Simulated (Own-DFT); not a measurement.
# Strain and stress in 2H SiC, 72 atoms (C36Si36)

These are calculations, not measurements. They come from Own-DFT, an in-house plane-wave density functional program, since retired, whose code no person has reviewed. Each row is one single-point run on a periodic cell that was not relaxed, without spin or spin-orbit coupling.

Settings of every run: PBE; PseudoDojo norm-conserving scalar-relativistic files; cutoff 42 hartree; 4 x 4 x 3 k mesh centred on Gamma; Fermi-Dirac smearing of 0.1 eV.

Known limits: forces on such cells passed a denser k mesh, each cell not checked; stress not checked against mesh or cutoff.

Unstrained cell vectors in Å: (9.248, 0.000, 0.000); (-4.624, 8.009, 0.000); (0.000, 0.000, 10.068). The unstrained cell has measured lattice constants (interpolated for alloys), not those of this functional. That, the random moves and any unrelaxed bonds set the pressure at no strain. Each run strains this cell uniformly, with the atoms carried along. Every atom was also moved at random, by a Gaussian of width 0.05 Å on each axis. Strain is the symmetric tensor, in per cent. Stress is positive in tension, and the pressure is minus a third of its trace.

| run | e_xx (%) | e_yy (%) | e_zz (%) | e_yz (%) | e_xz (%) | e_xy (%) | s_xx (GPa) | s_yy (GPa) | s_zz (GPa) | s_yz (GPa) | s_xz (GPa) | s_xy (GPa) | P (GPa) | E (meV/atom) |
|---|---|---|---|---|---|---|---|---|---|---|---|---|---|---|
| 1 | 1.77 | 1.18 | 0.12 | -1.54 | 1.55 | -0.62 | 6.45 | 1.42 | -5.32 | -4.56 | 4.91 | -1.99 | -0.85 | 17.6 |
| 2 | -1.76 | 1.13 | -0.49 | 1.25 | 0.70 | -1.50 | -12.95 | 0.36 | -11.58 | 4.18 | 1.77 | -5.58 | 8.06 | 20.2 |
| 3 | 0.29 | 0.60 | -1.25 | -1.44 | -0.64 | 0.61 | -3.81 | -2.01 | -12.99 | -5.06 | -1.87 | 0.46 | 6.27 | 9.8 |
| 4 | -1.87 | 1.48 | -0.07 | -0.34 | -0.73 | -0.64 | -12.02 | -0.21 | -6.47 | -1.36 | -2.28 | -1.86 | 6.23 | 9.6 |
| 5 | -0.66 | -1.51 | 0.16 | -1.94 | -0.12 | 0.66 | -9.48 | -14.83 | -7.00 | -6.20 | -0.98 | 3.30 | 10.44 | 13.6 |
| 6 | -1.77 | 0.60 | -1.51 | 1.83 | 1.09 | 0.02 | -13.62 | -2.98 | -19.66 | 5.66 | 2.11 | 0.15 | 12.08 | 26.8 |
| 7 | 0.28 | -0.36 | 1.04 | -1.88 | -1.03 | -1.87 | -3.36 | -6.38 | -1.88 | -5.83 | -2.85 | -8.44 | 3.87 | 28.9 |
| 8 | -0.25 | 1.82 | 0.28 | -1.41 | -0.65 | -0.69 | -4.55 | 4.85 | -3.94 | -4.28 | -1.43 | -4.19 | 1.21 | 0.0 |
| 9 | 0.97 | 0.95 | -1.00 | -0.68 | -1.68 | -0.57 | 0.82 | 3.29 | -16.10 | -2.20 | -5.17 | -2.69 | 4.00 | 9.5 |
| 10 | 0.44 | -1.67 | 1.29 | 1.33 | -1.94 | 0.93 | -4.07 | -15.11 | 0.33 | 5.09 | -7.28 | 4.75 | 6.28 | 25.2 |
| 11 | -0.17 | 0.21 | 1.38 | 1.42 | -1.50 | -1.52 | -4.78 | -4.46 | 0.26 | 4.16 | -4.76 | -8.59 | 2.99 | 28.2 |
| 12 | -1.72 | 0.13 | 0.60 | -0.42 | -1.57 | 1.98 | -14.28 | -6.77 | -3.87 | -0.73 | -6.05 | 9.73 | 8.31 | 23.3 |
| 13 | -0.01 | -1.80 | -1.61 | -1.68 | 1.25 | 1.21 | -7.30 | -13.15 | -20.98 | -5.89 | 4.88 | 6.17 | 13.81 | 28.2 |
| 14 | -1.04 | -1.34 | 0.54 | -1.11 | -0.64 | 1.27 | -12.13 | -11.96 | -4.56 | -3.25 | -2.73 | 4.87 | 9.55 | 4.6 |
| 15 | 0.50 | 0.36 | -1.70 | -0.48 | 0.53 | -1.10 | -2.47 | -1.48 | -17.94 | -1.02 | 2.26 | -5.15 | 7.30 | 7.1 |
| 16 | -1.26 | 1.28 | 0.82 | 0.96 | -1.74 | 1.15 | -9.54 | -1.27 | -0.56 | 3.30 | -4.83 | 5.20 | 3.79 | 13.4 |
| 17 | 0.03 | 0.30 | 1.17 | -0.06 | 1.14 | -1.58 | ? | ? | ? | ? | ? | ? | ? | ? |

E is the free energy for each atom above the lowest run shown.

## Worked fit

Each stress component was fitted by least squares to a constant and the strains of the runs shown, as fractions, with shears doubled. Shear strains stay in the fit of a normal stress only where such slopes are resolved. The slopes, in GPa:

```
stress,at no strain,per e_xx,per e_yy,per e_zz,scatter
s_xx,-4.8,524 ± 13,116 ± 12,34 ± 13,0.54
s_yy,-5.1,100 ± 27,519 ± 25,-70 ± 29,1.16
s_zz,-7.7,21 ± 35,77 ± 33,685 ± 37,1.50
```

Each shear stress against twice its own strain: yz 163 ± 5, xz 153 ± 11, xy 230 ± 16 GPa. These are stiffnesses along x, y and z of the frame in which the cell vectors are given, which need not be the crystal's axes. The atoms are held to the strained lattice; where symmetry lets them move under strain, relaxing them would lower some slopes. The table should be nearly symmetric about its diagonal, and what it lacks of that shows the noise. A ninth of its sum, 223 ± 6 GPa, estimates the bulk modulus near the mean pressure of these runs, 6.5 GPa, so it lies above the value at zero pressure.

## Withheld run

Question: what normal stresses and pressure should run 17 give?

The fit gives s_xx = -3.9, s_yy = -4.3, s_zz = 0.5 and P = 2.6 GPa. The calculation gave -2.87, -2.19, -0.58 and P = 1.88 GPa.
